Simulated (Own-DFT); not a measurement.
# Computed records: Hf₁₆O₃₁ (monoclinic hafnia with two neutral oxygen vacancies, atoms displaced), Hf₁₆O₃₁ (monoclinic hafnia with two neutral oxygen vacancies, strained, atoms displaced)

Computed with Own-DFT development build. A calculation, not a measurement: plane-wave PBE and HSE06 DFT by an unreviewed code, no spin, of a simulated cell at Gamma alone, so results move with cell size and shape, stress positive in tension, energies less offsets, not probed for a lower state with spin; hafnium file: forces about 75 meV/angstrom off all-electron values; oxygen file: force components 24 meV/angstrom off all-electron in a glass; k mesh not checked against a denser one; forces and stress are PBE's, HSE06 gives the energy alone, and its difference from PBE has offsets of its own; offsets are fitted by least squares, one for each functional and potential file, so energies compare only between cells with the same atoms and settings and are not formation energies; the far tail of each file's local potential was reset to the Coulomb form; each entry is a single point on an unrelaxed cell, so the pressure reflects the starting lattice, mostly measured values, from which strain is counted, and rises with the displacements; printed positions are rounded, which can move forces by about a meV/angstrom; the program is a retired in-house code; no spin-orbit coupling.

Settings shared by all entries: first functional PBE; second functional HSE06; exact exchange share 0.25; screening 0.11 1/bohr; exchange divergence Gygi-Baldereschi; potential files PseudoDojo norm-conserving, scalar-relativistic, made for PBE, standard set; wave cutoff 48 hartree; occupations fixed; k mesh 1 x 1 x 1 centred on Gamma.

```json
{"entry": 1, "formula": "Hf16O31", "kind": "monoclinic hafnia with two neutral oxygen vacancies, atoms displaced", "structure": {"cell_angstrom": [[10.234, 0.0, 0.0], [0.0, 10.35, 0.0], [-1.6955, 0.0, 10.4453]], "atoms_fractional": [["Hf", 0.13849, 0.01896, 0.10589], ["Hf", 0.36144, 0.27109, 0.14047], ["Hf", 0.35805, 0.47915, 0.3978], ["Hf", 0.13683, 0.23159, 0.35391], ["O", 0.03978, 0.16505, 0.17584], ["O", 0.45845, 0.41582, 0.07387], ["O", 0.45879, 0.34012, 0.32447], ["O", 0.03555, 0.0827, 0.42242], ["O", 0.22208, 0.38278, 0.23658], ["O", 0.27209, 0.12712, 0.01401], ["O", 0.27441, 0.12163, 0.26176], ["O", 0.22671, 0.37035, 0.49387], ["Hf", 0.13593, 0.02211, 0.60297], ["Hf", 0.35969, 0.2737, 0.64872], ["Hf", 0.36356, 0.48062, 0.89744], ["Hf", 0.13687, 0.23165, 0.85447], ["O", 0.04177, 0.16032, 0.67145], ["O", 0.46164, 0.41791, 0.57328], ["O", 0.46812, 0.33569, 0.83057], ["O", 0.03723, 0.08808, 0.92589], ["O", 0.22577, 0.37672, 0.73618], ["O", 0.27849, 0.13175, 0.51055], ["O", 0.27548, 0.12181, 0.75406], ["O", 0.22483, 0.37109, 0.98926], ["Hf", 0.13674, 0.52221, 0.1012], ["Hf", 0.36162, 0.76781, 0.14658], ["Hf", 0.36106, 0.97295, 0.39256], ["Hf", 0.13961, 0.73153, 0.35379], ["O", 0.03876, 0.66578, 0.17226], ["O", 0.46282, 0.91805, 0.07483], ["O", 0.4628, 0.83496, 0.32339], ["O", 0.03613, 0.58604, 0.42511], ["O", 0.22511, 0.87488, 0.24183], ["O", 0.27586, 0.6299, 0.01026], ["O", 0.27608, 0.62122, 0.25818], ["O", 0.22648, 0.87254, 0.49465], ["Hf", 0.13552, 0.52321, 0.60263], ["Hf", 0.3624, 0.77211, 0.64372], ["Hf", 0.36572, 0.9775, 0.89757], ["Hf", 0.14008, 0.73152, 0.8546], ["O", 0.03809, 0.66788, 0.67393], ["O", 0.46218, 0.91244, 0.57712], ["O", 0.46254, 0.83694, 0.82955], ["O", 0.03542, 0.5899, 0.92315], ["O", 0.22711, 0.88318, 0.74445], ["O", 0.27143, 0.6302, 0.50757], ["O", 0.2675, 0.6229, 0.75717], ["O", 0.22669, 0.87112, 0.98863], ["Hf", 0.63973, 0.02451, 0.10746], ["Hf", 0.86243, 0.26865, 0.15035], ["Hf", 0.8638, 0.48272, 0.39532], ["Hf", 0.63902, 0.22509, 0.35387], ["O", 0.53454, 0.166, 0.16996], ["O", 0.96157, 0.41845, 0.07491], ["O", 0.95925, 0.33043, 0.32476], ["O", 0.53966, 0.08329, 0.42453], ["O", 0.7198, 0.38327, 0.24309], ["O", 0.77615, 0.12956, 0.01157], ["O", 0.77698, 0.12041, 0.25985], ["O", 0.7212, 0.36868, 0.49307], ["Hf", 0.62967, 0.02262, 0.60056], ["Hf", 0.86316, 0.26622, 0.64285], ["Hf", 0.86303, 0.47957, 0.89951], ["Hf", 0.64141, 0.22548, 0.86037], ["O", 0.5369, 0.16443, 0.66631], ["O", 0.95819, 0.4247, 0.57916], ["O", 0.9584, 0.3307, 0.82451], ["O", 0.54068, 0.08549, 0.92345], ["O", 0.72758, 0.37704, 0.74388], ["O", 0.77359, 0.12604, 0.50928], ["O", 0.77251, 0.12404, 0.76206], ["O", 0.72634, 0.36792, 0.99488], ["Hf", 0.63908, 0.52138, 0.10184], ["Hf", 0.8612, 0.768, 0.14938], ["Hf", 0.86173, 0.98068, 0.39446], ["Hf", 0.6419, 0.73025, 0.3568], ["O", 0.53776, 0.67122, 0.17599], ["O", 0.95986, 0.92153, 0.07412], ["O", 0.53459, 0.58371, 0.42448], ["O", 0.77732, 0.63111, 0.01486], ["O", 0.77774, 0.62025, 0.25702], ["O", 0.722, 0.87823, 0.49182], ["Hf", 0.6377, 0.51979, 0.60506], ["Hf", 0.86596, 0.76944, 0.64852], ["Hf", 0.86527, 0.98136, 0.88983], ["Hf", 0.64284, 0.72568, 0.85379], ["O", 0.53468, 0.66625, 0.67326], ["O", 0.96117, 0.92202, 0.5764], ["O", 0.96194, 0.83231, 0.8227], ["O", 0.53902, 0.585, 0.92369], ["O", 0.72478, 0.87901, 0.74177], ["O", 0.77586, 0.62698, 0.50946], ["O", 0.78246, 0.61553, 0.76027], ["O", 0.72307, 0.87012, 0.98852]]}, "results": {"PBE_energy_of_cell_above_offsets [eV]": "-91.410", "HSE06_less_PBE_above_offsets [eV]": "0.413", "PBE_pressure [GPa]": 3.82, "PBE_stress_xx [GPa]": -3.92, "PBE_stress_yy [GPa]": -3.68, "PBE_stress_zz [GPa]": -3.85, "PBE_stress_yz [GPa]": -0.19, "PBE_stress_xz [GPa]": -0.29, "PBE_stress_xy [GPa]": 0.01, "force_element": ["Hf", "Hf", "Hf", "Hf", "O", "O", "O", "O", "O", "O", "O", "O", "Hf", "Hf", "Hf", "Hf", "O", "O", "O", "O", "O", "O", "O", "O", "Hf", "Hf", "Hf", "Hf", "O", "O", "O", "O", "O", "O", "O", "O", "Hf", "Hf", "Hf", "Hf", "O", "O", "O", "O", "O", "O", "O", "O", "Hf", "Hf", "Hf", "Hf", "O", "O", "O", "O", "O", "O", "O", "O", "Hf", "Hf", "Hf", "Hf", "O", "O", "O", "O", "O", "O", "O", "O", "Hf", "Hf", "Hf", "Hf", "O", "O", "O", "O", "O", "O", "Hf", "Hf", "Hf", "Hf", "O", "O", "O", "O", "O", "O", "O", "O"], "force_x [eV/angstrom]": [-0.245, -0.699, 0.664, 1.038, -0.954, 1.289, 1.171, -0.172, -0.446, 0.515, 0.335, -0.863, 1.718, 0.899, -0.108, 0.351, -2.073, 0.465, -0.087, -0.413, -0.659, -0.313, 0.226, -0.358, 0.283, 0.414, -0.311, -0.073, -0.931, 0.547, 0.925, -0.353, -0.397, 0.287, -0.066, -0.387, 0.295, -0.626, -0.498, 0.18, -0.617, 0.55, 1.208, -0.468, -0.415, 0.335, 1.004, -0.518, 0.258, 0.225, -0.902, -0.92, -0.066, 0.488, 0.409, -1.23, 0.3, 0.302, -0.322, 0.316, 1.272, -0.725, 0.0, 0.228, -1.123, 0.423, 1.246, -1.01, -0.494, 0.505, 0.795, -0.367, -0.449, 0.635, 0.342, -0.21, 0.356, 0.264, 0.23, -0.087, -0.255, 0.119, 0.043, -0.567, -0.894, -0.255, 0.149, 0.081, 0.659, -0.619, -0.082, -0.014, -0.618, -0.083], "force_y [eV/angstrom]": [0.065, 0.009, 0.066, -0.486, 0.54, 0.803, -1.277, -0.058, -0.514, 0.347, -0.461, 0.233, -0.76, -0.991, -0.117, -0.419, 1.972, 0.017, -0.042, -0.35, 0.688, -0.257, 0.125, 0.049, -0.178, 0.322, 1.744, -0.345, 0.971, -0.056, -0.323, 0.049, 0.325, -0.209, 0.266, -0.405, -0.398, -0.335, 0.785, 0.226, 0.38, 0.483, -1.253, -0.673, -0.362, 0.26, -0.433, -0.043, -1.302, 0.408, -0.405, 1.7, 0.37, -0.306, 0.371, -0.399, -0.489, -0.138, -0.295, -0.204, -0.731, 0.814, -0.581, 1.186, 1.242, -0.671, -0.162, -0.721, 0.236, 0.5, -0.401, 0.413, -0.133, 1.459, -0.596, -0.027, -0.592, -0.65, 0.548, -0.797, 0.35, -1.178, -0.698, 0.459, -0.33, 1.479, -0.047, -0.652, 0.252, -0.335, -0.166, 0.344, 0.826, 0.068], "force_z [eV/angstrom]": [-0.073, 1.357, -0.572, 0.28, -0.315, 0.218, -0.204, -0.58, 0.19, -0.455, 0.121, -0.684, 0.11, -0.619, -0.853, -0.229, 0.442, 0.824, -0.184, -0.442, 0.69, -0.319, 1.315, -0.552, 0.444, -0.472, 0.687, -0.062, 0.62, 0.836, 0.508, -0.73, -0.166, -0.184, 0.208, -1.103, 0.555, 1.111, -0.499, -0.161, -0.338, -0.551, -0.5, -0.027, -0.667, 0.345, 0.526, 0.465, -1.191, -1.101, 0.369, 0.42, 0.467, 0.716, 0.873, -1.113, -0.286, 0.363, 0.142, -0.47, 1.114, 0.486, -0.825, -1.3, 1.052, 0.016, 0.37, 0.2, -0.456, -0.05, -0.237, -0.015, 0.8, -0.724, 0.643, 0.155, -0.42, 0.718, -0.214, -0.764, 0.363, -1.191, -0.176, -0.988, 1.017, -0.044, 0.201, 0.015, 0.649, -0.04, -0.407, 0.013, 0.048, 0.494]}}
{"entry": 2, "formula": "Hf16O31", "kind": "monoclinic hafnia with two neutral oxygen vacancies, strained, atoms displaced", "structure": {"cell_angstrom": [[10.1489, 0.1429, 0.1986], [0.1445, 10.3999, 0.0934], [-1.4788, 0.0706, 10.523]], "atoms_fractional": [["Hf", 0.13464, 0.01815, 0.10265], ["Hf", 0.35456, 0.2695, 0.14271], ["Hf", 0.3551, 0.48776, 0.39547], ["Hf", 0.13593, 0.23135, 0.35018], ["O", 0.03255, 0.16833, 0.1663], ["O", 0.4693, 0.42066, 0.07309], ["O", 0.45795, 0.33007, 0.3259], ["O", 0.03909, 0.07129, 0.42256], ["O", 0.23197, 0.37235, 0.2383], ["O", 0.27635, 0.13014, 0.01666], ["O", 0.273, 0.1295, 0.26133], ["O", 0.21661, 0.37358, 0.48051], ["Hf", 0.13756, 0.0125, 0.60472], ["Hf", 0.36554, 0.27383, 0.64348], ["Hf", 0.36499, 0.47796, 0.89099], ["Hf", 0.13695, 0.23418, 0.85411], ["O", 0.03915, 0.16473, 0.67326], ["O", 0.4647, 0.41433, 0.56846], ["O", 0.46657, 0.33759, 0.83189], ["O", 0.04172, 0.08478, 0.92053], ["O", 0.22098, 0.37396, 0.73715], ["O", 0.26994, 0.12811, 0.51281], ["O", 0.27301, 0.12082, 0.75717], ["O", 0.22597, 0.36671, 0.99604], ["Hf", 0.13827, 0.51525, 0.10526], ["Hf", 0.36388, 0.78339, 0.14756], ["Hf", 0.36644, 0.97997, 0.39363], ["Hf", 0.14274, 0.72506, 0.34799], ["O", 0.03497, 0.66962, 0.17007], ["O", 0.45652, 0.92098, 0.08096], ["O", 0.45796, 0.83122, 0.32429], ["O", 0.0442, 0.58583, 0.42668], ["O", 0.22504, 0.88101, 0.24148], ["O", 0.28238, 0.63475, 0.0073], ["O", 0.27355, 0.61564, 0.25981], ["O", 0.21507, 0.8703, 0.49368], ["Hf", 0.14121, 0.523, 0.60036], ["Hf", 0.3576, 0.78271, 0.64842], ["Hf", 0.36862, 0.97837, 0.9036], ["Hf", 0.13526, 0.73352, 0.8562], ["O", 0.46062, 0.91249, 0.58311], ["O", 0.465, 0.83029, 0.82223], ["O", 0.03643, 0.58734, 0.92947], ["O", 0.23053, 0.87219, 0.74868], ["O", 0.27453, 0.63099, 0.5006], ["O", 0.22631, 0.87657, 0.98906], ["Hf", 0.64323, 0.02364, 0.09365], ["Hf", 0.86571, 0.27557, 0.14215], ["Hf", 0.85776, 0.48123, 0.40314], ["Hf", 0.63626, 0.22456, 0.34909], ["O", 0.53738, 0.17128, 0.16947], ["O", 0.95921, 0.417, 0.08005], ["O", 0.96989, 0.33428, 0.32533], ["O", 0.53695, 0.08198, 0.43169], ["O", 0.72923, 0.37732, 0.24208], ["O", 0.7702, 0.13483, 0.01012], ["O", 0.77929, 0.12705, 0.2633], ["O", 0.71862, 0.36609, 0.48793], ["Hf", 0.64825, 0.02882, 0.60365], ["Hf", 0.86417, 0.2685, 0.64105], ["Hf", 0.86309, 0.47213, 0.89239], ["Hf", 0.64, 0.22564, 0.85275], ["O", 0.54083, 0.17639, 0.67457], ["O", 0.96103, 0.41256, 0.57796], ["O", 0.96341, 0.32971, 0.82598], ["O", 0.53825, 0.08408, 0.91831], ["O", 0.72571, 0.37845, 0.7377], ["O", 0.77855, 0.12908, 0.50917], ["O", 0.77602, 0.12172, 0.75245], ["O", 0.73596, 0.37052, 0.98559], ["Hf", 0.64017, 0.50804, 0.11601], ["Hf", 0.85872, 0.75721, 0.14454], ["Hf", 0.86147, 0.97719, 0.39118], ["Hf", 0.63445, 0.73431, 0.35123], ["O", 0.54745, 0.67347, 0.173], ["O", 0.97001, 0.91602, 0.08024], ["O", 0.95278, 0.83671, 0.33404], ["O", 0.52851, 0.58191, 0.42113], ["O", 0.72433, 0.87489, 0.22735], ["O", 0.76753, 0.63823, 0.01193], ["O", 0.77473, 0.61409, 0.26754], ["O", 0.72967, 0.86954, 0.49355], ["Hf", 0.62874, 0.52568, 0.60418], ["Hf", 0.86615, 0.7683, 0.64471], ["Hf", 0.858, 0.98299, 0.90141], ["Hf", 0.6355, 0.72785, 0.85088], ["O", 0.53915, 0.66067, 0.67655], ["O", 0.95719, 0.92038, 0.57109], ["O", 0.96211, 0.83757, 0.82592], ["O", 0.54391, 0.58491, 0.92575], ["O", 0.72539, 0.88288, 0.73793], ["O", 0.77414, 0.63382, 0.51072], ["O", 0.77666, 0.62845, 0.7525], ["O", 0.73642, 0.87089, 0.99075]]}, "results": {"PBE_energy_of_cell_above_offsets [eV]": "-86.801", "HSE06_less_PBE_above_offsets [eV]": "0.820", "PBE_pressure [GPa]": 3.86, "PBE_stress_xx [GPa]": -5.63, "PBE_stress_yy [GPa]": -3.89, "PBE_stress_zz [GPa]": -2.05, "PBE_stress_yz [GPa]": 1.54, "PBE_stress_xz [GPa]": 3.62, "PBE_stress_xy [GPa]": 4.0, "force_element": ["Hf", "Hf", "Hf", "Hf", "O", "O", "O", "O", "O", "O", "O", "O", "Hf", "Hf", "Hf", "Hf", "O", "O", "O", "O", "O", "O", "O", "O", "Hf", "Hf", "Hf", "Hf", "O", "O", "O", "O", "O", "O", "O", "O", "Hf", "Hf", "Hf", "Hf", "O", "O", "O", "O", "O", "O", "Hf", "Hf", "Hf", "Hf", "O", "O", "O", "O", "O", "O", "O", "O", "Hf", "Hf", "Hf", "Hf", "O", "O", "O", "O", "O", "O", "O", "O", "Hf", "Hf", "Hf", "Hf", "O", "O", "O", "O", "O", "O", "O", "O", "Hf", "Hf", "Hf", "Hf", "O", "O", "O", "O", "O", "O", "O", "O"], "force_x [eV/angstrom]": [-0.214, 1.974, 1.603, -0.075, 0.349, -0.851, 0.849, 0.339, -2.043, 0.355, 0.956, 0.546, -0.965, -1.094, -0.223, 1.02, -0.68, -0.663, 0.68, -1.072, 0.503, 0.8, 0.855, -0.102, 0.299, -0.319, -1.606, -2.004, 0.961, 2.262, 0.48, -1.599, -0.255, -0.565, 0.128, 1.33, -0.971, 0.157, -1.467, 0.053, 1.192, -0.331, -0.3, -0.832, 0.203, -0.079, -1.045, -0.698, 0.71, -0.818, 0.5, 1.714, -1.313, -0.303, -0.24, 0.814, 0.052, 0.705, -0.591, -0.351, 0.091, 0.248, -0.064, 1.053, -0.213, -0.285, -0.246, -0.265, 0.14, -1.292, -0.819, -0.169, -0.041, 0.9, -1.032, -0.882, 2.705, 1.151, -1.293, 0.694, 0.583, -1.141, 1.805, -0.282, 2.477, 1.211, -2.256, 0.594, 0.4, -1.16, -0.259, -0.195, 0.379, -1.255], "force_y [eV/angstrom]": [0.61, -0.217, -2.711, -1.188, -0.023, -0.752, 0.095, 1.311, 1.709, -0.345, -1.845, 0.061, 1.335, -1.199, 1.951, -1.737, 0.401, 0.04, -1.184, -0.498, 1.361, 0.304, -0.556, 0.968, 1.051, -3.57, 1.445, 1.804, -0.796, 1.492, 0.229, -0.464, 0.206, -0.319, 0.52, -0.436, -0.256, -3.064, 0.75, -0.917, 1.609, 1.061, -0.772, 1.104, 0.476, -0.214, -0.497, -1.545, -0.896, 1.409, -0.976, 1.627, 1.107, -0.17, -0.282, -0.245, -0.917, 0.413, -1.593, -0.473, 2.412, 2.062, -0.681, 1.537, 0.301, -0.859, 0.487, 0.347, -0.196, -0.258, 2.598, 1.692, 1.55, -0.893, -0.02, -0.317, -3.33, 1.173, 0.823, -1.509, 0.467, 0.221, -1.846, 0.821, -0.826, -0.25, 1.753, -0.505, -0.334, -0.916, 0.254, -0.825, -1.245, 0.518], "force_z [eV/angstrom]": [-0.203, 0.402, -0.444, 1.744, 0.294, 0.504, 0.015, -0.753, -0.172, -0.759, -0.005, 0.851, -0.266, -0.632, 1.535, -0.228, -0.084, 0.956, -1.009, 0.25, -0.087, -0.123, 1.18, -1.135, -0.751, -1.322, 1.67, 1.311, 0.726, -0.344, 0.578, -0.366, 0.102, 0.286, -1.214, -0.811, 0.471, -0.677, -1.982, 0.557, -1.273, 1.011, -0.385, -0.194, 1.663, 0.376, 2.432, 1.261, 0.063, 0.847, -0.256, -0.569, -0.12, -1.006, 0.243, -0.402, -0.997, -0.468, 0.527, -0.166, -0.554, -0.731, -0.156, -0.147, 0.141, 0.404, 0.155, 0.073, 1.375, 0.342, -2.272, -0.259, 0.906, 0.774, 0.012, -0.257, -1.524, -0.136, 0.754, 0.207, -0.427, -1.148, -0.939, -0.054, -1.475, 0.683, 0.261, 1.502, -0.227, -0.599, 0.176, -0.294, 1.267, -0.485]}}
{"entry": 3, "formula": "Hf16O31", "kind": "monoclinic hafnia with two neutral oxygen vacancies, strained, atoms displaced", "structure": {"cell_angstrom": [[10.4079, 0.0856, -0.19], [0.0865, 10.2711, -0.1435], [-1.9182, -0.159, 10.4251]], "atoms_fractional": [["Hf", 0.13702, 0.01836, 0.10145], ["Hf", 0.36802, 0.27257, 0.14262], ["Hf", 0.36189, 0.47425, 0.39907], ["Hf", 0.14154, 0.2295, 0.35098], ["O", 0.03866, 0.16805, 0.17321], ["O", 0.46364, 0.42014, 0.07467], ["O", 0.46697, 0.33814, 0.32311], ["O", 0.03788, 0.08601, 0.42507], ["O", 0.22294, 0.37811, 0.23517], ["O", 0.27699, 0.12922, 0.01327], ["O", 0.27684, 0.12249, 0.26225], ["O", 0.22593, 0.37309, 0.48214], ["Hf", 0.13618, 0.01664, 0.60643], ["Hf", 0.36108, 0.2722, 0.64536], ["Hf", 0.36143, 0.4809, 0.89616], ["Hf", 0.14052, 0.23344, 0.85251], ["O", 0.0313, 0.16156, 0.66937], ["O", 0.46316, 0.41469, 0.57694], ["O", 0.46347, 0.33918, 0.82224], ["O", 0.04027, 0.08157, 0.92275], ["O", 0.21873, 0.37288, 0.73807], ["O", 0.2813, 0.12766, 0.50792], ["O", 0.27877, 0.11875, 0.76629], ["O", 0.22208, 0.36791, 0.98965], ["Hf", 0.14376, 0.51795, 0.10501], ["Hf", 0.36059, 0.76917, 0.14626], ["Hf", 0.36146, 0.9783, 0.39537], ["Hf", 0.14052, 0.73349, 0.35685], ["O", 0.03956, 0.66936, 0.17675], ["O", 0.45894, 0.91564, 0.07797], ["O", 0.46272, 0.83496, 0.32526], ["O", 0.04057, 0.58645, 0.42236], ["O", 0.22228, 0.88136, 0.24056], ["O", 0.27365, 0.62581, 0.0096], ["O", 0.27687, 0.62172, 0.26694], ["O", 0.22688, 0.86731, 0.49237], ["Hf", 0.14153, 0.51476, 0.60863], ["Hf", 0.36596, 0.76498, 0.64839], ["Hf", 0.35711, 0.98085, 0.89753], ["Hf", 0.13975, 0.73259, 0.85794], ["O", 0.03971, 0.6672, 0.67632], ["O", 0.46312, 0.91751, 0.57225], ["O", 0.46523, 0.83029, 0.82808], ["O", 0.04258, 0.58659, 0.92402], ["O", 0.224, 0.87854, 0.73943], ["O", 0.27267, 0.62935, 0.50684], ["O", 0.27332, 0.61924, 0.75857], ["O", 0.22508, 0.86984, 0.99729], ["Hf", 0.64109, 0.01911, 0.09998], ["Hf", 0.86088, 0.27086, 0.14839], ["Hf", 0.86196, 0.47831, 0.39736], ["Hf", 0.63873, 0.22795, 0.3523], ["O", 0.53665, 0.16508, 0.17877], ["O", 0.96088, 0.41292, 0.07322], ["O", 0.9637, 0.33324, 0.32834], ["O", 0.53827, 0.08513, 0.42502], ["O", 0.72339, 0.38162, 0.24389], ["O", 0.76959, 0.12265, 0.25734], ["O", 0.72489, 0.37651, 0.48513], ["Hf", 0.63788, 0.01727, 0.60045], ["Hf", 0.86151, 0.26844, 0.65105], ["Hf", 0.8594, 0.48699, 0.89569], ["Hf", 0.64033, 0.23094, 0.85182], ["O", 0.53886, 0.16816, 0.67882], ["O", 0.9637, 0.42533, 0.57614], ["O", 0.96255, 0.33753, 0.82854], ["O", 0.53669, 0.0836, 0.92762], ["O", 0.72309, 0.37873, 0.74042], ["O", 0.77631, 0.12964, 0.50812], ["O", 0.7747, 0.11766, 0.7609], ["Hf", 0.6337, 0.52234, 0.10391], ["Hf", 0.86072, 0.773, 0.1434], ["Hf", 0.86065, 0.97625, 0.39559], ["Hf", 0.64311, 0.73461, 0.35704], ["O", 0.54131, 0.66449, 0.17554], ["O", 0.96293, 0.9155, 0.07545], ["O", 0.96925, 0.83461, 0.33075], ["O", 0.53106, 0.58979, 0.42205], ["O", 0.72524, 0.88055, 0.23837], ["O", 0.77726, 0.62928, 0.01086], ["O", 0.77238, 0.62138, 0.25765], ["O", 0.72893, 0.86251, 0.49299], ["Hf", 0.64157, 0.516, 0.60229], ["Hf", 0.85998, 0.77111, 0.64979], ["Hf", 0.85855, 0.9813, 0.89587], ["Hf", 0.63978, 0.73475, 0.85323], ["O", 0.54057, 0.66626, 0.67471], ["O", 0.96492, 0.9165, 0.56954], ["O", 0.96408, 0.83693, 0.82572], ["O", 0.53647, 0.58464, 0.91907], ["O", 0.72879, 0.88293, 0.74399], ["O", 0.77806, 0.62548, 0.50966], ["O", 0.77582, 0.62019, 0.75688], ["O", 0.72209, 0.87322, 0.98519]]}, "results": {"PBE_energy_of_cell_above_offsets [eV]": "-90.085", "HSE06_less_PBE_above_offsets [eV]": "0.597", "PBE_pressure [GPa]": 3.72, "PBE_stress_xx [GPa]": -0.49, "PBE_stress_yy [GPa]": -4.87, "PBE_stress_zz [GPa]": -5.79, "PBE_stress_yz [GPa]": -3.45, "PBE_stress_xz [GPa]": -3.44, "PBE_stress_xy [GPa]": 2.99, "force_element": ["Hf", "Hf", "Hf", "Hf", "O", "O", "O", "O", "O", "O", "O", "O", "Hf", "Hf", "Hf", "Hf", "O", "O", "O", "O", "O", "O", "O", "O", "Hf", "Hf", "Hf", "Hf", "O", "O", "O", "O", "O", "O", "O", "O", "Hf", "Hf", "Hf", "Hf", "O", "O", "O", "O", "O", "O", "O", "O", "Hf", "Hf", "Hf", "Hf", "O", "O", "O", "O", "O", "O", "O", "Hf", "Hf", "Hf", "Hf", "O", "O", "O", "O", "O", "O", "O", "Hf", "Hf", "Hf", "Hf", "O", "O", "O", "O", "O", "O", "O", "O", "Hf", "Hf", "Hf", "Hf", "O", "O", "O", "O", "O", "O", "O", "O"], "force_x [eV/angstrom]": [0.121, -0.674, 0.152, -0.74, -0.875, -0.018, 0.262, -0.344, 0.354, 0.015, 0.385, -0.251, 0.502, 0.645, 0.333, -1.111, -0.219, 0.537, 0.345, -0.689, 0.359, -0.494, -0.255, 0.65, -1.645, 0.454, -0.403, -0.234, -0.654, 0.846, 0.957, -0.922, 0.123, 0.722, 0.49, 0.263, -1.165, -0.436, 0.98, -0.624, -0.791, 0.768, -0.115, -1.087, 0.046, 0.672, 0.792, -0.075, -1.066, 0.607, 0.886, -0.106, -0.489, 0.14, 0.488, -0.322, -0.109, 1.097, -0.228, -0.813, 0.698, 0.791, -0.59, -0.466, -0.199, 0.78, -0.045, -0.238, -0.144, 0.373, 1.253, 1.282, 1.322, -1.272, -1.595, -0.09, -1.003, 0.404, -0.068, -0.229, 0.675, -0.16, -0.484, 1.694, 1.121, -0.642, -0.438, -0.311, 0.405, -0.27, -0.743, -0.374, 0.233, 0.293], "force_y [eV/angstrom]": [0.813, -0.312, 1.852, -0.887, -0.184, -0.43, -0.297, -0.173, -0.391, -0.355, 0.058, -0.137, 0.214, -0.661, 0.359, -1.303, 0.778, -0.091, -0.219, 0.217, -0.122, 0.232, 0.832, 0.78, 0.858, 0.283, 0.499, -1.725, -0.314, -0.007, -0.26, -0.581, -0.358, 0.007, -0.105, 1.194, 1.954, 0.53, -0.385, -0.978, 0.278, -0.487, 0.593, -0.242, -0.407, -0.52, 0.01, 0.208, 0.852, 0.446, 1.224, 0.248, -0.305, 0.319, -0.279, -0.2, -0.383, -0.286, -0.639, 0.878, 0.842, -1.137, -0.089, -0.584, -1.432, -0.576, 0.505, -0.279, -0.404, 0.877, -0.27, -0.769, 1.074, -2.542, 0.992, 0.116, 0.446, -0.185, -0.467, -0.017, 0.473, 1.847, 0.905, -0.87, 0.439, -1.571, 0.067, -0.681, -0.079, -0.065, -0.744, 0.373, 0.7, 0.612], "force_z [eV/angstrom]": [0.71, 0.767, -0.797, 0.32, -0.583, 0.089, 0.186, -0.391, 0.307, -0.413, -0.463, 1.221, -1.447, -0.495, -0.098, 0.414, 0.755, 0.404, 0.625, -0.61, 0.196, 0.833, -0.82, -0.199, 0.254, 0.793, -0.027, -0.027, -1.225, 0.023, 0.096, 0.215, -0.003, 0.355, -1.095, 0.451, -2.207, -1.138, 0.752, -0.86, -0.196, 1.14, 0.3, -0.125, 0.705, 1.384, 0.495, -0.893, 0.391, -0.404, -0.327, 0.51, -1.167, 0.395, -0.001, -0.134, -1.152, -0.28, 0.897, -0.084, -0.94, 0.826, 1.08, -1.206, 1.067, -0.347, -0.794, 0.3, 0.467, 0.047, -0.037, 1.182, 0.06, -0.891, -0.481, 0.104, -0.687, 0.521, 0.26, -0.328, 0.349, 0.453, -1.065, -0.64, 0.617, -0.11, -0.497, 1.227, 0.402, 0.203, -0.581, 0.374, 0.019, 0.726]}}
```
